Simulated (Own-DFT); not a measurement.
# How strain changes the stress of 2H SiC, 72 atoms (C36Si36)

Calculated results; nothing here was measured. They come from Own-DFT, an in-house plane-wave density functional program, since retired, whose code no person has reviewed. Each row is one single-point run on a periodic cell that was not relaxed, without spin or spin-orbit coupling.

Settings of every run: PBE; PseudoDojo norm-conserving scalar-relativistic files; cutoff 42 hartree; 4 x 4 x 3 k mesh centred on Gamma; Fermi-Dirac smearing of 0.1 eV.

Known limits: forces on such cells passed a denser k mesh, each cell not checked; stress not checked against mesh or cutoff.

Unstrained cell vectors in Å: (9.248, 0.000, 0.000); (-4.624, 8.009, 0.000); (0.000, 0.000, 10.068). The unstrained cell has measured lattice constants (interpolated for alloys), not those of this functional. That, the random moves and any unrelaxed bonds set the pressure at no strain. Each run strains this cell uniformly, with the atoms carried along. Every atom was also moved at random, by a Gaussian of width 0.05 Å on each axis. Strain is the symmetric tensor, in per cent. Stress is positive in tension, and the pressure is minus a third of its trace.

| run | e_xx (%) | e_yy (%) | e_zz (%) | e_yz (%) | e_xz (%) | e_xy (%) | s_xx (GPa) | s_yy (GPa) | s_zz (GPa) | s_yz (GPa) | s_xz (GPa) | s_xy (GPa) | P (GPa) | E (meV/atom) |
|---|---|---|---|---|---|---|---|---|---|---|---|---|---|---|
| 1 | 1.13 | -1.75 | 0.87 | -1.46 | -1.72 | 0.05 | 0.95 | -13.60 | -3.43 | -4.93 | -4.87 | 1.18 | 5.36 | 23.7 |
| 2 | 0.91 | 0.14 | -0.93 | -1.93 | 0.76 | 1.32 | 0.56 | -4.29 | -11.33 | -4.76 | 2.42 | 4.77 | 5.02 | 17.3 |
| 3 | 0.74 | -1.73 | -0.51 | 1.16 | -0.53 | -0.16 | -1.58 | -12.66 | -11.28 | 3.73 | -2.28 | -0.70 | 8.50 | 5.5 |
| 4 | -0.57 | 1.84 | -0.40 | -1.26 | -1.61 | -0.85 | -5.70 | 5.03 | -8.43 | -4.40 | -5.55 | -4.69 | 3.03 | 1.0 |
| 5 | -0.12 | -0.52 | 0.65 | 0.36 | -1.37 | -1.87 | -6.04 | -7.83 | -3.31 | 1.59 | -5.51 | -8.80 | 5.73 | 13.3 |
| 6 | -0.56 | -0.99 | 1.91 | 0.25 | 1.15 | 1.62 | -8.48 | -9.85 | 2.59 | 1.84 | 2.68 | 8.26 | 5.24 | 29.5 |
| 7 | 1.75 | 0.01 | -1.98 | 1.18 | -0.21 | -0.74 | 5.94 | -2.66 | -21.63 | 3.52 | -0.38 | -2.15 | 6.12 | 27.1 |
| 8 | -1.67 | -1.75 | 1.37 | -1.46 | 1.62 | -1.64 | -15.32 | -15.72 | -0.89 | -5.81 | 5.41 | -6.85 | 10.64 | 45.5 |
| 9 | 0.57 | -0.58 | 1.20 | 1.55 | -1.46 | -0.67 | -2.99 | -5.01 | 0.31 | 4.81 | -5.38 | -1.28 | 2.57 | 0.0 |
| 10 | -0.54 | 1.88 | 1.26 | 0.87 | -1.11 | -1.89 | -5.81 | 5.60 | 0.03 | 2.53 | -3.18 | -8.35 | 0.06 | 20.0 |
| 11 | 1.13 | 0.69 | -1.19 | 0.58 | 0.18 | -1.92 | -0.32 | 1.47 | -15.05 | 2.05 | 0.31 | -9.23 | 4.63 | 33.3 |
| 12 | -0.19 | -1.98 | 1.10 | 0.20 | -1.34 | -0.83 | -7.45 | -15.88 | -1.30 | 0.63 | -4.47 | -3.53 | 8.21 | 20.4 |
| 13 | 0.67 | -0.52 | -0.45 | 0.87 | -1.53 | -0.81 | -1.11 | -7.59 | -12.30 | 2.39 | -4.95 | -4.46 | 7.00 | 32.8 |
| 14 | -1.89 | 1.66 | 1.86 | 1.61 | -0.62 | 0.49 | -14.82 | 4.66 | 3.75 | 5.16 | -3.07 | 1.06 | 2.14 | 15.7 |
| 15 | 1.95 | -0.54 | 0.31 | -0.06 | 1.96 | -1.86 | 7.13 | -9.12 | -5.81 | -1.12 | 6.46 | -6.72 | 2.60 | 31.5 |
| 16 | 1.88 | -0.34 | -1.53 | -0.39 | -0.46 | -0.52 | 3.62 | -4.05 | -15.46 | -1.65 | -1.36 | -2.77 | 5.30 | 0.6 |
| 17 | 1.05 | 0.76 | 0.04 | -0.08 | 0.71 | -1.58 | ? | ? | ? | ? | ? | ? | ? | ? |

E is the free energy for each atom above the lowest run shown.

## Worked fit

Each stress component was fitted by least squares to a constant and the strains of the runs shown, as fractions, with shears doubled. Shear strains stay in the fit of a normal stress only where such slopes are resolved. The slopes, in GPa:

```
stress,at no strain,per e_xx,per e_yy,per e_zz,scatter
s_xx,-4.9,572 ± 39,72 ± 25,20 ± 36,1.11
s_yy,-4.3,40 ± 46,558 ± 30,-18 ± 43,1.33
s_zz,-7.8,19 ± 43,45 ± 27,609 ± 40,1.22
```

Each shear stress against twice its own strain: yz 161 ± 7, xz 160 ± 6, xy 217 ± 9 GPa. These are stiffnesses along x, y and z of the frame in which the cell vectors are given, which need not be the crystal's axes. The atoms are held to the strained lattice; where symmetry lets them move under strain, relaxing them would lower some slopes. The table should be nearly symmetric about its diagonal, and what it lacks of that shows the noise. A ninth of its sum, 213 ± 10 GPa, estimates the bulk modulus near the mean pressure of these runs, 5.1 GPa, so it lies above the value at zero pressure.

## Withheld run

Question: what normal stresses and pressure should run 17 give?

The fit gives s_xx = 1.7, s_yy = 0.4, s_zz = -7.0 and P = 1.6 GPa. The calculation gave 3.27, -2.50, -5.57 and P = 1.60 GPa.
